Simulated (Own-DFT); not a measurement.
# Slab less bulk: wurtzite GaN, m plane (10-10)

Everything here is calculated. The program is Own-DFT (plane waves, in-house, since retired, never reviewed by a person); positions were held fixed, and spin and spin-orbit coupling were off.

Caveats (not all hold for every row): some atoms lie very close together; forces not confirmed at this smearing and k mesh; k mesh not checked against a denser one.

Both sets of runs: PBE; PseudoDojo norm-conserving scalar-relativistic files (stringent for Ga); cutoff 96 hartree; Gaussian smearing of 0.01 eV. The slab has 64 atoms in 16 layers, two equal faces of 33.07 Å² as cut, 15 Å of vacuum, a dipole correction along the normal and a 6 x 6 x 1 mesh. The bulk cell has 72 atoms, the same measured lattice constants and a 4 x 4 x 3 mesh. In the slab only the 16 atoms nearest the faces were moved at random; u is their rms move along one axis. Energies are counted from -3520.29 eV for each atom.

| slab run | u (Å) | E (eV, cell) |
|---|---|---|
| 1 | 0.0530 | 9.294 |
| 2 | 0.0552 | 9.348 |
| 3 | 0.0852 | 10.854 |
| 4 | 0.0857 | 9.556 |
| 5 | 0.0897 | 10.717 |
| 6 | 0.0920 | 10.964 |
| 7 | 0.0960 | 11.284 |
| 8 | 0.0995 | 12.940 |
| 9 | 0.1016 | 13.038 |
| 10 | 0.1069 | 12.825 |
| 11 | 0.1140 | 10.665 |
| 12 | 0.1146 | 11.517 |

| bulk run | u (Å) | E (meV/atom) |
|---|---|---|
| 1 | 0.0189 | 0.99 |
| 2 | 0.0199 | 1.75 |
| 3 | 0.0204 | 1.87 |
| 4 | 0.0204 | 2.61 |
| 5 | 0.0482 | 53.52 |
| 6 | 0.0483 | 54.87 |
| 7 | 0.0527 | 65.09 |
| 8 | 0.0989 | 292.90 |
| 9 | 0.0989 | 273.81 |
| 10 | 0.1036 | 338.83 |

Asked: what is the energy of the unrelaxed surface?

## Answer

Take each set to u = 0 with E = a + b u². Rows are weighted down as u grows, with residuals divided by u² + 0.0006 Å². Slab: a = 8.40 ± 0.35 eV. Bulk: a = -10.2 ± 0.9 meV/atom. The excess is 8.40 - 64 x (-0.0102) = 9.05 ± 0.35 eV. Over two faces that is 137 meV/Å², or 2.19 ± 0.09 J/m². Relaxing the faces would lower the energy, and the unlike meshes and the reach from the smallest u down to zero add errors that aren't counted here.
